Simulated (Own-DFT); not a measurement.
## Calculated data, Al$_{3}$GaAs$_{4}$ (zincblende random alloy, atoms displaced)

Computed with Own-DFT development build. A calculation, not a measurement: plane-wave PBE density functional theory by an unreviewed code, no spin, of a simulated periodic cell, stress positive in tension, free energy of the whole cell less one offset for each atom, forces on such cells passed a denser k mesh, this cell's mesh not checked; offsets are fitted by least squares, one for each functional and potential file, so energies compare only between cells with the same atoms and settings and are not formation energies; the far tail of each file's local potential was reset to the Coulomb form; each entry is a single point on an unrelaxed cell, so the pressure reflects the starting lattice, mostly measured values, from which strain is counted, and rises with the displacements; printed positions are rounded, which can move forces by about a meV/angstrom; the program is a retired in-house code; no spin-orbit coupling; before rounding, a Quantum ESPRESSO 7.3.1 run of the same cell and cutoff gave forces within 1 meV/angstrom rms on each cell, which checks the program and not the settings.

```yaml
- formula: Al3GaAs4
  kind: "zincblende random alloy, atoms displaced"
  structure:
    cell_angstrom: [[11.3183, 0.0, 0.0], [0.0, 11.3183, 0.0], [0.0, 0.0, 11.3183]]
    atoms_fractional:
      - [Al, 0.99841, 0.0004, 0.99861]
      - [Al, 0.9972, 0.25253, 0.24947]
      - [Al, 0.25434, 0.00186, 0.25734]
      - [Ga, 0.25171, 0.24893, 0.99879]
      - [As, 0.12232, 0.12864, 0.12305]
      - [As, 0.12484, 0.37601, 0.37566]
      - [As, 0.37741, 0.12668, 0.3719]
      - [As, 0.37595, 0.37389, 0.12595]
      - [Al, 0.00012, 0.00436, 0.49952]
      - [Ga, 0.99901, 0.24937, 0.7527]
      - [Ga, 0.24822, 0.00076, 0.74943]
      - [Ga, 0.24953, 0.25114, 0.49929]
      - [As, 0.12334, 0.12341, 0.62437]
      - [As, 0.123, 0.37494, 0.87468]
      - [As, 0.37244, 0.12419, 0.86902]
      - [As, 0.37359, 0.37947, 0.626]
      - [Al, 0.99981, 0.49937, 0.00216]
      - [Al, 0.99948, 0.74791, 0.24831]
      - [Al, 0.25061, 0.50155, 0.25198]
      - [Al, 0.25143, 0.75182, 0.99907]
      - [As, 0.12089, 0.62294, 0.12818]
      - [As, 0.12098, 0.87921, 0.37847]
      - [As, 0.37491, 0.62567, 0.37875]
      - [As, 0.37296, 0.87355, 0.1251]
      - [Al, 0.99905, 0.4986, 0.50271]
      - [Al, 0.00542, 0.74833, 0.75088]
      - [Al, 0.24979, 0.50197, 0.75371]
      - [Al, 0.2444, 0.75025, 0.49915]
      - [As, 0.12698, 0.62734, 0.62191]
      - [As, 0.12341, 0.87467, 0.87415]
      - [As, 0.37928, 0.62783, 0.87942]
      - [As, 0.37537, 0.87505, 0.61866]
      - [Al, 0.50021, 0.00409, 0.99813]
      - [Al, 0.50077, 0.24844, 0.25389]
      - [Ga, 0.74723, 0.00339, 0.25073]
      - [Al, 0.75548, 0.25051, 0.00318]
      - [As, 0.62644, 0.12306, 0.1296]
      - [As, 0.61875, 0.3756, 0.37611]
      - [As, 0.87653, 0.12785, 0.37497]
      - [As, 0.87639, 0.37985, 0.12543]
      - [Al, 0.49964, 0.00069, 0.49922]
      - [Ga, 0.49759, 0.24485, 0.74937]
      - [Al, 0.74718, 0.00312, 0.75119]
      - [Al, 0.74522, 0.24873, 0.50507]
      - [As, 0.62404, 0.12869, 0.62453]
      - [As, 0.6262, 0.37304, 0.87356]
      - [As, 0.87689, 0.12743, 0.8738]
      - [As, 0.87367, 0.37607, 0.62898]
      - [Al, 0.49749, 0.49595, 0.00161]
      - [Al, 0.5011, 0.74724, 0.2497]
      - [Al, 0.75152, 0.49911, 0.24908]
      - [Ga, 0.74948, 0.7479, 0.99934]
      - [As, 0.62451, 0.62631, 0.12748]
      - [As, 0.63006, 0.87531, 0.37441]
      - [As, 0.87611, 0.6242, 0.37636]
      - [As, 0.87521, 0.87766, 0.12582]
      - [Al, 0.49821, 0.4966, 0.49901]
      - [Al, 0.50003, 0.75335, 0.75273]
      - [Ga, 0.75099, 0.50335, 0.74856]
      - [Al, 0.75398, 0.75179, 0.49966]
      - [As, 0.62698, 0.62416, 0.62095]
      - [As, 0.6256, 0.87299, 0.87442]
      - [As, 0.87793, 0.62586, 0.87753]
      - [As, 0.87229, 0.87256, 0.62546]
  settings:
    functional: PBE
    potential_files: "PseudoDojo norm-conserving, scalar-relativistic, standard set"
    "wave_cutoff [hartree]": 42.0
    occupations: Fermi-Dirac
    "smearing_width [eV]": 0.1
    k_mesh: "3 x 3 x 3 centred on Gamma"
  results:
    "free_energy_of_cell_above_offsets [eV]": "-20.293"
    "pressure [GPa]": 2.93
    "stress_xx [GPa]": -2.92
    "stress_yy [GPa]": -2.94
    "stress_zz [GPa]": -2.93
    "stress_yz [GPa]": 0.03
    "stress_xz [GPa]": 0.2
    "stress_xy [GPa]": -0.22
    force_element: [Al, Al, Al, Ga, As, As, As, As, Al, Ga, Ga, Ga, As, As, As, As, Al, Al, Al, Al, As, As, As, As, Al, Al, Al, Al, As, As, As, As, Al, Al, Ga, Al, As, As, As, As, Al, Ga, Al, Al, As, As, As, As, Al, Al, Al, Ga, As, As, As, As, Al, Al, Ga, Al, As, As, As, As]
    "force_x [eV/angstrom]": [0.154, 0.336, -0.759, -0.168, 0.319, -0.153, -0.072, -0.183, -0.58, 0.238, 0.001, 0.066, 0.149, 0.258, 0.145, -0.037, 0.157, -0.134, 0.04, -0.488, 0.731, 0.224, -0.062, 0.339, 0.063, -0.585, 0.026, 0.45, -0.212, 0.26, -0.34, -0.168, -0.081, 0.084, 0.677, -0.495, -0.299, 0.903, -0.46, -0.169, 0.346, 0.079, 0.247, 0.594, -0.269, -0.081, -0.405, 0.095, 0.622, -0.173, -0.387, 0.179, 0.058, -0.624, -0.015, -0.153, 0.031, 0.038, -0.152, -0.297, -0.444, -0.03, -0.003, 0.567]
    "force_y [eV/angstrom]": [0.04, 0.072, -0.247, 0.167, -0.502, -0.017, -0.002, -0.134, -0.433, 0.18, -0.475, -0.029, 0.467, 0.162, -0.084, -0.503, 0.12, 0.47, -0.09, -0.27, 0.214, -0.351, 0.099, 0.45, 0.033, 0.112, 0.238, 0.338, -0.569, 0.128, -0.262, -0.102, -0.454, 0.255, -0.388, 0.019, 0.652, -0.148, 0.137, -0.427, -0.006, 0.895, -0.26, 0.609, -0.831, -0.008, -0.424, -0.275, 0.199, 0.474, 0.216, 0.249, -0.565, -0.114, -0.087, -0.203, 0.522, -0.356, 0.002, -0.303, 0.32, 0.579, -0.107, 0.609]
    "force_z [eV/angstrom]": [0.107, 0.016, -0.869, -0.004, 0.401, -0.104, 0.798, 0.252, 0.297, -0.486, -0.402, 0.186, 0.127, 0.181, 0.697, 0.191, -0.29, 0.359, -0.053, 0.26, -0.455, -0.54, -0.256, 0.191, -0.067, -0.284, -0.073, -0.271, 0.517, 0.242, -0.299, 0.6, 0.168, -0.627, 0.219, -0.116, -0.744, -0.139, 0.185, 0.076, -0.221, -0.099, -0.169, -0.662, 0.147, 0.266, 0.284, -0.369, -0.086, 0.286, 0.407, 0.286, -0.358, 0.133, -0.113, -0.066, 0.328, -0.761, 0.339, -0.101, 0.196, 0.239, -0.248, 0.352]
```
